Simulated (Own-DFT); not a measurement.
# Which arrangement is lower? In32P32, 64 atoms

All numbers below are calculated, not measured. The program, named Own-DFT, is a retired in-house plane-wave density functional code that no person has reviewed. Each row is one single-point run on a periodic cell that was not relaxed, without spin or spin-orbit coupling.

Settings of every run: PBE; PseudoDojo norm-conserving scalar-relativistic files; cutoff 36 hartree; 3 x 3 x 3 k mesh centred on Gamma; Fermi-Dirac smearing of 0.1 eV.

Known limits, some of them of some rows only: not probed for a lower state with spin; forces on such cells moved up to 12 meV/angstrom on a denser k mesh; stress not checked against mesh or cutoff.

All cells hold the same atoms in the same cell, with vectors in Å (11.737, 0.000, 0.000); (0.000, 11.737, 0.000); (0.000, 0.000, 11.737). Every atom was moved at random from its ideal site; u is the rms move along one axis. The defect's site can differ from row to row. E is the free energy of the cell above the lowest run. The arrangements:

- A: zincblende InP
- B: zincblende InP, with one In on a P site and one P on an In site, 2.5 Å apart

```
arrangement   u (Å)  E (eV)  P (GPa)
          A  0.0201   0.033     3.21
          A  0.0203   0.027     3.21
          A  0.0211   0.000     3.20
          A  0.0480   1.911     3.57
          A  0.0522   2.400     3.67
          A  0.0526   2.368     3.67
          B  0.0287   4.462     3.62
          B  0.0300   4.661     3.66
          B  0.0309   4.452     3.63
          B  0.0491   5.714     3.86
          B  0.0498   5.983     3.94
          B  0.0525   6.118     3.95
```

Question: once the cost of the random moves is taken out, how do the arrangements rank?

## Worked answer

Fit E = a + b u², with one b for all and one a for each arrangement, and with residuals divided by u², since the noise grows with the moves. Then b = 948 eV/Å², the scatter at u = 0.04 Å is 0.15 eV, and against A:

- B: 4.04 ± 0.06 eV (higher)

These are energies of unrelaxed cells. Relaxing the atoms lowers the strained arrangements most, so the gaps would shrink and small ones could change sign.
